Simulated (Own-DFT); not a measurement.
# A change of arrangement and its cost: In48P48, 96 atoms

Calculated results; nothing here was measured. They come from Own-DFT, an in-house plane-wave density functional program, since retired, whose code no person has reviewed. Each row is one single-point run on a periodic cell that was not relaxed, without spin or spin-orbit coupling.

Settings of every run: PBE; PseudoDojo norm-conserving scalar-relativistic files; cutoff 36 hartree; 2 x 3 x 3 k mesh centred on Gamma; Fermi-Dirac smearing of 0.1 eV.

Known limits, some of them of some rows only: not probed for a lower state with spin; forces on such cells failed a check on a denser k mesh; forces not confirmed at this smearing and k mesh; stress not checked against mesh or cutoff.

All cells hold the same atoms in the same cell, with vectors in Å (17.606, 0.000, 0.000); (0.000, 11.737, 0.000); (0.000, 0.000, 11.737). Every atom was moved at random from its ideal site; u is the rms move along one axis. The defect's site can differ from row to row. E is the free energy of the cell above the lowest run. The arrangements:

- A: zincblende InP
- B: zincblende InP, with one In on a P site and one P on an In site, 2.5 Å apart

| arrangement | u (Å) | E (eV) | P (GPa) |
|---|---|---|---|
| A | 0.0193 | 0.031 | 3.20 |
| A | 0.0196 | 0.000 | 3.19 |
| A | 0.0202 | 0.094 | 3.21 |
| A | 0.0483 | 2.765 | 3.53 |
| A | 0.0508 | 2.886 | 3.56 |
| A | 0.0511 | 3.195 | 3.62 |
| B | 0.0281 | 4.656 | 3.52 |
| B | 0.0300 | 4.791 | 3.53 |
| B | 0.0311 | 4.878 | 3.54 |
| B | 0.0505 | 7.574 | 3.90 |
| B | 0.0516 | 6.975 | 3.78 |
| B | 0.0535 | 7.166 | 3.84 |

Question: once the cost of the random moves is taken out, how do the arrangements rank?

## Worked answer

Fit E = a + b u², with one b for all and one a for each arrangement, and with residuals divided by u², since the noise grows with the moves. Then b = 1371 eV/Å², the scatter at u = 0.04 Å is 0.15 eV, and against A:

- B: 4.05 ± 0.06 eV (higher)

These are energies of unrelaxed cells. Relaxing the atoms lowers the strained arrangements most, so the gaps would shrink and small ones could change sign.
